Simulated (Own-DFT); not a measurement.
Simulation results for Si$_{3}$N$_{4}$ (beta silicon nitride, atoms displaced)

A calculation, not a measurement: plane-wave PBE density functional theory by an unreviewed code, no spin, of a simulated periodic cell, stress positive in tension, free energy of the whole cell less one offset for each atom, forces on such cells passed a denser k mesh, this cell's mesh not checked; offsets are fitted by least squares, one for each functional and potential file, so energies compare only between cells with the same atoms and settings and are not formation energies; the far tail of each file's local potential was reset to the Coulomb form; each entry is a single point on an unrelaxed cell, so the pressure reflects the starting lattice, mostly measured values (interpolated for alloys), from which strain is counted, and rises with the displacements; printed positions are rounded, which can move forces by about a meV/angstrom; the program, named Own-DFT, is a retired in-house code; no spin-orbit coupling; before rounding, a Quantum ESPRESSO 7.3.1 run of the same cell and cutoff gave forces within 1 meV/angstrom rms on each cell, which checks the program and not the settings. Program: Own-DFT development build.

Common to all runs: functional PBE; potential files PseudoDojo norm-conserving, scalar-relativistic, standard set; wave cutoff 42 hartree; occupations Fermi-Dirac; smearing width 0.1 eV; k mesh 3 x 3 x 3 centred on Gamma.

(1) Si$_{3}$N$_{4}$ (beta silicon nitride, atoms displaced)

```
cell vectors (Å)
   7.6060     0.0000     0.0000
  -3.8030     6.5870     0.0000
   0.0000     0.0000     8.7270
atoms (fractions of the cell vectors)
Si  0.17557  0.77067  0.08088
Si  0.23361  0.40206  0.08333
Si  0.59301  0.82406  0.08444
Si  0.82686  0.22692  0.24946
Si  0.76949  0.60106  0.24946
Si  0.40696  0.17694  0.24757
N   0.33259  0.03000  0.08352
N   0.97299  0.30170  0.08215
N   0.69861  0.66860  0.08317
N   0.66255  0.96804  0.24943
N   0.03025  0.69979  0.24625
N   0.30516  0.33525  0.24739
N   0.33545  0.66411  0.08491
N   0.66823  0.33827  0.24973
Si  0.17359  0.77229  0.41341
Si  0.23098  0.40987  0.41682
Si  0.59513  0.82793  0.41436
Si  0.82656  0.23147  0.58180
Si  0.76839  0.59821  0.58656
Si  0.40547  0.17671  0.58512
N   0.32628  0.02561  0.41998
N   0.96899  0.29769  0.41404
N   0.70109  0.66678  0.41539
N   0.66329  0.96431  0.58049
N   0.03468  0.70070  0.58349
N   0.29764  0.33225  0.58338
N   0.33771  0.67176  0.41627
N   0.66338  0.33226  0.58242
Si  0.17439  0.77018  0.75168
Si  0.23078  0.40408  0.74934
Si  0.59363  0.82558  0.75265
Si  0.82842  0.22928  0.91356
Si  0.76321  0.59678  0.91919
Si  0.40320  0.16774  0.91681
N   0.33063  0.02550  0.74732
N   0.96668  0.29862  0.75109
N   0.69905  0.66636  0.74901
N   0.66580  0.97027  0.91566
N   0.03312  0.69809  0.91650
N   0.30364  0.33543  0.91860
N   0.33222  0.66586  0.75272
N   0.66857  0.33357  0.91529
```

| Item | Value |
| --- | --- |
| free energy of cell above offsets | -7.370 eV |
| pressure | 5.4 GPa |
| stress xx | -3.47 GPa |
| stress yy | -5.26 GPa |
| stress zz | -7.46 GPa |
| stress yz | -0.58 GPa |
| stress xz | 0.62 GPa |
| stress xy | -0.77 GPa |

Force:
```csv
element,x (eV/Å),y (eV/Å),z (eV/Å)
Si,0.881,-1.02,0.471
Si,-0.964,1.116,-0.019
Si,-0.599,0.052,-0.549
Si,-1.341,1.211,-0.803
Si,1.1,-1.511,0.053
Si,0.648,-0.089,1.327
N,-0.231,-0.095,-0.03
N,-0.221,-0.718,0.07
N,-0.541,0.861,0.23
N,0.583,0.479,-0.303
N,-0.08,0.328,0.27
N,-0.137,-0.433,1.199
N,-0.785,0.319,-0.112
N,0.651,-0.75,-0.084
Si,0.544,-1.125,0.54
Si,0.572,0.308,-0.6
Si,0.219,-1.001,0.493
Si,-0.966,-0.433,0.143
Si,1.491,-1.043,-1.397
Si,0.08,-0.512,-0.722
N,-0.109,2.208,-1.074
N,0.309,0.023,0.555
N,-1.037,1.148,0.621
N,0.593,1.286,0.94
N,-1.122,-0.47,-0.096
N,0.421,-0.425,-0.168
N,-0.894,-0.913,-0.124
N,0.661,0.581,0.101
Si,0.527,-1.071,-0.729
Si,-0.436,0.741,0.7
Si,-0.506,-0.485,-1.164
Si,-1.228,0.706,1.335
Si,2.05,-1.339,-0.829
Si,0.495,1.508,-0.571
N,-0.322,1.312,0.852
N,1.04,0.127,-1.199
N,-0.994,1.027,1.023
N,0.445,-0.299,0.629
N,-1.473,-0.087,0.097
N,0.943,-1.213,-1.116
N,0.2,-0.136,-0.067
N,-0.466,-0.172,0.106
```

(2) Si$_{3}$N$_{4}$ (beta silicon nitride, atoms displaced)

```
cell vectors (Å)
   7.6060     0.0000     0.0000
  -3.8030     6.5870     0.0000
   0.0000     0.0000     8.7270
atoms (fractions of the cell vectors)
Si  0.16873  0.76643  0.08198
Si  0.23063  0.40144  0.08144
Si  0.59968  0.83021  0.08487
Si  0.83053  0.23379  0.25332
Si  0.76784  0.58974  0.25074
Si  0.40222  0.17481  0.25097
N   0.33337  0.02932  0.08235
N   0.96424  0.30050  0.08092
N   0.69414  0.66616  0.08644
N   0.66335  0.96273  0.24864
N   0.03120  0.69859  0.24697
N   0.30230  0.33586  0.24771
N   0.32925  0.66407  0.08285
N   0.66572  0.32962  0.25132
Si  0.16870  0.77032  0.41485
Si  0.22494  0.40378  0.42370
Si  0.59346  0.82415  0.41636
Si  0.82826  0.23489  0.58485
Si  0.77050  0.59838  0.58300
Si  0.40430  0.17565  0.58448
N   0.33473  0.02853  0.41763
N   0.96685  0.30012  0.41175
N   0.69861  0.67032  0.41213
N   0.67138  0.96979  0.58353
N   0.03717  0.70304  0.58271
N   0.29873  0.33398  0.58186
N   0.33900  0.66391  0.41554
N   0.66813  0.33792  0.58801
Si  0.17871  0.77336  0.74755
Si  0.22732  0.39945  0.75115
Si  0.59457  0.82391  0.74723
Si  0.82413  0.22866  0.91579
Si  0.76795  0.59645  0.91645
Si  0.40039  0.17034  0.91501
N   0.33277  0.03458  0.75077
N   0.96769  0.30301  0.75400
N   0.69872  0.66873  0.74887
N   0.66862  0.96710  0.91744
N   0.02889  0.69743  0.91871
N   0.30080  0.33366  0.92161
N   0.33259  0.66882  0.75194
N   0.66764  0.33402  0.91491
```

| Quantity | Value |
| --- | --- |
| free energy of cell above offsets | -6.980 eV |
| pressure | 5.69 GPa |
| stress xx | -4.63 GPa |
| stress yy | -4.06 GPa |
| stress zz | -8.37 GPa |
| stress yz | -0.25 GPa |
| stress xz | -0.6 GPa |
| stress xy | 0.23 GPa |

Force:
```csv
element,x (eV/Å),y (eV/Å),z (eV/Å)
Si,2.086,0.191,-0.067
Si,-1.744,1.768,1.338
Si,-1.611,-1.949,-0.611
Si,-1.83,-1.619,-2.665
Si,-0.457,-0.071,-0.661
Si,0.654,0.129,-0.613
N,-0.59,-0.067,0.265
N,1.176,0.018,0.81
N,0.91,-0.099,-0.716
N,0.495,2.397,1.202
N,-0.944,-0.163,1.017
N,0.016,-0.974,1.552
N,0.447,0.427,-0.089
N,-0.082,0.169,0.226
Si,2.574,-0.496,-0.447
Si,0.805,1.195,-3.076
Si,-0.189,0.185,-0.352
Si,-0.913,-0.454,-0.148
Si,0.125,-0.152,-0.509
Si,0.778,0.415,-0.589
N,-0.621,0.619,0.152
N,0.796,0.293,2.73
N,1.124,-0.269,1.411
N,0.201,0.653,-0.32
N,-1.57,-0.513,0.032
N,0.773,-1.196,1.368
N,-2.558,0.194,0.42
N,0.05,-0.459,-0.43
Si,-0.063,-0.757,1.384
Si,-0.255,1.819,0.763
Si,-0.668,0.141,1.006
Si,-1.241,0.033,0.874
Si,0.077,-0.841,0.647
Si,1.181,1.525,1.463
N,-0.451,-0.672,-0.781
N,0.888,-0.09,-1.381
N,0.122,0.234,-0.055
N,0.299,0.266,-0.861
N,-0.399,0.494,-1.63
N,0.837,-1.133,-2.322
N,0.592,-0.867,-0.342
N,-0.821,-0.325,0.002
```

(3) Si$_{3}$N$_{4}$ (beta silicon nitride, atoms displaced)

```
cell vectors (Å)
   7.6060     0.0000     0.0000
  -3.8030     6.5870     0.0000
   0.0000     0.0000     8.7270
atoms (fractions of the cell vectors)
Si  0.17387  0.76923  0.08495
Si  0.22991  0.40184  0.08418
Si  0.59615  0.82757  0.08499
Si  0.82297  0.23165  0.25231
Si  0.76770  0.59371  0.24597
Si  0.40540  0.17443  0.24878
N   0.33746  0.03050  0.08333
N   0.96806  0.30097  0.08223
N   0.70376  0.67302  0.08539
N   0.66809  0.96674  0.25257
N   0.02836  0.69724  0.25153
N   0.29908  0.33184  0.24723
N   0.33150  0.66422  0.08656
N   0.66248  0.32843  0.25076
Si  0.17640  0.76680  0.41808
Si  0.23340  0.40662  0.41880
Si  0.59808  0.83156  0.42016
Si  0.82147  0.22921  0.58187
Si  0.76778  0.59432  0.58039
Si  0.40376  0.17041  0.58316
N   0.33306  0.03303  0.41699
N   0.96280  0.29583  0.41925
N   0.69900  0.67081  0.41835
N   0.65934  0.96531  0.58357
N   0.03185  0.69780  0.58635
N   0.30256  0.33238  0.58964
N   0.33104  0.66563  0.41830
N   0.66488  0.33023  0.58163
Si  0.17268  0.76738  0.74994
Si  0.23297  0.41201  0.75060
Si  0.59677  0.82830  0.74928
Si  0.82602  0.23334  0.91586
Si  0.76991  0.59661  0.91069
Si  0.40202  0.17433  0.91878
N   0.33917  0.03496  0.74869
N   0.96911  0.29798  0.74609
N   0.69444  0.66325  0.75240
N   0.66729  0.96590  0.91941
N   0.02927  0.69904  0.91652
N   0.30501  0.33126  0.91839
N   0.33455  0.66850  0.75574
N   0.66468  0.33061  0.91562
```

| Item | Value |
| --- | --- |
| free energy of cell above offsets | -7.458 eV |
| pressure | 5.44 GPa |
| stress xx | -5.43 GPa |
| stress yy | -4.06 GPa |
| stress zz | -6.84 GPa |
| stress yz | 0.58 GPa |
| stress xz | -1.14 GPa |
| stress xy | 0.79 GPa |

Force:
```csv
element,x (eV/Å),y (eV/Å),z (eV/Å)
Si,0.538,-0.529,-0.185
Si,-0.64,1.008,-0.664
Si,-0.59,-1.019,0.179
Si,0.327,-0.319,-0.764
Si,0.001,-0.481,1.331
Si,-0.226,-0.054,0.304
N,-0.643,-0.473,0.2
N,0.129,-0.204,0.57
N,-0.037,-0.043,-1.34
N,0.106,0.935,-0.142
N,0.189,0.309,0.072
N,0.553,-0.664,1.417
N,0.142,0.269,-0.118
N,0.017,1.272,-0.107
Si,-0.719,0.366,-0.127
Si,-0.436,-0.416,0.104
Si,-0.582,-1.839,-1.121
Si,-0.13,0.055,0.7
Si,0.291,-0.799,0.853
Si,0.072,1.206,0.239
N,-0.401,-1.028,-0.432
N,1.582,0.588,-0.645
N,0.219,0.008,-0.756
N,0.553,1.311,0.643
N,-0.732,-0.018,-0.835
N,-0.048,-0.142,-1.491
N,0.97,0.201,0.09
N,-0.28,0.733,-0.045
Si,0.798,0.901,0.631
Si,0.353,-0.815,0.654
Si,-0.472,-0.85,1.161
Si,-0.239,-0.544,-0.161
Si,0.113,-1.26,2.262
Si,1.463,-0.073,-0.864
N,-0.643,-1.621,0.8
N,0.009,-0.074,0.761
N,-0.437,0.934,-1.883
N,0.366,1.122,-0.815
N,0.195,0.422,0.06
N,-1.493,0.492,-0.271
N,-0.145,0.295,-0.325
N,-0.093,0.837,0.061
```

(4) Si$_{3}$N$_{4}$ (beta silicon nitride, atoms displaced)

```
cell vectors (Å)
   7.6060     0.0000     0.0000
  -3.8030     6.5870     0.0000
   0.0000     0.0000     8.7270
atoms (fractions of the cell vectors)
Si  0.17289  0.76598  0.08146
Si  0.22990  0.40138  0.08705
Si  0.59505  0.82813  0.08353
Si  0.82695  0.23018  0.24955
Si  0.77221  0.59892  0.24988
Si  0.41009  0.17442  0.25310
N   0.33433  0.03053  0.08138
N   0.96908  0.30008  0.08498
N   0.69954  0.67082  0.08578
N   0.67007  0.96432  0.25150
N   0.03464  0.70033  0.25222
N   0.29797  0.33621  0.24995
N   0.33401  0.66848  0.08384
N   0.66303  0.33303  0.25034
Si  0.17698  0.77281  0.41847
Si  0.23098  0.40014  0.41500
Si  0.59576  0.82470  0.41648
Si  0.82793  0.23385  0.58536
Si  0.76947  0.59549  0.58421
Si  0.40274  0.17535  0.58187
N   0.33304  0.03147  0.41491
N   0.97302  0.30108  0.41880
N   0.69741  0.66405  0.41306
N   0.66753  0.97093  0.57974
N   0.03033  0.69680  0.58250
N   0.30187  0.33782  0.58267
N   0.32815  0.66268  0.41610
N   0.66094  0.32607  0.58246
Si  0.16940  0.76678  0.75068
Si  0.23332  0.40316  0.75042
Si  0.60185  0.82676  0.75021
Si  0.83235  0.23303  0.91573
Si  0.76228  0.59516  0.91518
Si  0.40130  0.17270  0.91961
N   0.33247  0.03168  0.74810
N   0.96554  0.29995  0.75305
N   0.69683  0.66671  0.75112
N   0.66567  0.96857  0.91605
N   0.03211  0.70021  0.91132
N   0.29944  0.32796  0.91367
N   0.33484  0.66089  0.75171
N   0.66888  0.33302  0.92240
```

| Property | Result |
| --- | --- |
| free energy of cell above offsets | -7.080 eV |
| pressure | 5.61 GPa |
| stress xx | -4.55 GPa |
| stress yy | -3.54 GPa |
| stress zz | -8.72 GPa |
| stress yz | 1.18 GPa |
| stress xz | 0.33 GPa |
| stress xy | 0.22 GPa |

Force:
```csv
element,x (eV/Å),y (eV/Å),z (eV/Å)
Si,0.337,0.305,0.125
Si,-0.464,1.631,-1.709
Si,-0.508,-0.644,-0.105
Si,-0.886,-0.03,0.957
Si,0.638,-1.03,-0.293
Si,-1.111,0.236,-1.512
N,-0.531,-0.501,1.316
N,0.533,-0.061,-0.329
N,0.134,0.194,-0.857
N,0.07,1.463,-0.372
N,-0.882,-0.069,-0.7
N,2.421,-1.953,0.155
N,0.227,-0.895,-0.116
N,1.542,0.625,0.058
Si,0.709,-1.06,-0.409
Si,-1.181,1.933,0.715
Si,-1.048,-1.064,0.143
Si,-0.64,-0.378,-0.621
Si,0.035,-1.387,-0.748
Si,0.282,-0.071,0.545
N,-0.476,-0.04,0.701
N,-0.783,-0.65,-0.412
N,-0.244,0.608,1.458
N,0.682,-0.275,1.006
N,-0.627,0.2,0.209
N,1.12,-1.366,-0.065
N,0.978,0.741,0.118
N,0.373,1.839,0.138
Si,2.505,0.439,-0.953
Si,-1.169,0.783,-0.171
Si,-2.418,-0.067,-0.571
Si,-2.126,-0.54,1.137
Si,1.708,-1.062,1.257
Si,1.72,0.301,-1.233
N,-0.508,-0.49,0.28
N,1.742,0.48,-1.124
N,0.486,0.135,-0.868
N,0.713,0.678,0.115
N,-1.64,-0.501,1.769
N,-0.437,0.01,1.45
N,-0.699,1.34,-0.081
N,-0.578,0.193,-0.406
```
